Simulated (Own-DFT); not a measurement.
# Strain and stress in wurtzite AlGaN with randomly placed atoms, 96 atoms (Al12Ga36N48)

These are calculations, not measurements. They come from Own-DFT, an in-house plane-wave density functional program, since retired, whose code no person has reviewed. Each row is one single-point run on a periodic cell that was not relaxed, without spin or spin-orbit coupling.

Settings of every run: PBE; PseudoDojo norm-conserving scalar-relativistic files (stringent for Ga); cutoff 96 hartree; 3 x 4 x 3 k mesh centred on Gamma; Gaussian smearing of 0.01 eV.

Known limits: k mesh not checked against a denser one; stress not checked against mesh or cutoff.

Unstrained cell vectors in Å: (12.679, 0.000, 0.000); (-4.755, 8.235, 0.000); (0.000, 0.000, 10.268). The unstrained cell has measured lattice constants (interpolated for alloys), not those of this functional. That, the random moves and any unrelaxed bonds set the pressure at no strain. Each run strains this cell uniformly, with the atoms carried along. Every atom was also moved at random, by a Gaussian of width 0.05 Å on each axis. The random placing of the alloy's atoms differs from row to row. Strain is the symmetric tensor, in per cent. Stress is positive in tension, and the pressure is minus a third of its trace.

```
run,e_xx (%),e_yy (%),e_zz (%),s_xx (GPa),s_yy (GPa),s_zz (GPa),P (GPa),E (meV/atom)
1,-3.00,-3.00,0.00,-28.09,-27.75,-10.93,22.26,96.9
2,-1.00,-1.00,0.00,-10.98,-13.37,-8.07,10.81,16.2
3,2.25,2.25,0.00,5.00,4.02,-5.52,-1.17,8.7
4,2.50,2.50,0.00,5.18,4.53,-3.98,-1.91,15.8
5,0.25,0.25,0.00,-3.18,-6.01,-7.63,5.61,0.0
6,-1.50,-1.50,0.00,-15.65,-14.55,-9.00,13.07,20.4
7,0.75,0.75,0.00,-2.55,-1.90,-7.14,3.86,7.5
8,-2.50,-2.50,0.00,-25.79,-21.30,-11.53,19.54,84.4
9,1.75,1.75,0.00,?,?,?,?,?
```

E is the free energy for each atom above the lowest run shown.

## Worked fit

The change of volume is close to e_xx + e_yy + e_zz. A straight line through the runs shown gives P = 7.87 - 216 x (fractional change of volume) GPa, with an error of 12 on the slope and a scatter of 1.35 GPa. The strain isn't the same on all axes and the cell isn't cubic, so the slope belongs to this path and is not the bulk modulus.

## Withheld run

Question: what pressure should run 9 give? Its volume changes by 3.53 %.

The line gives 0.2 GPa. The calculation gave 0.18 GPa.
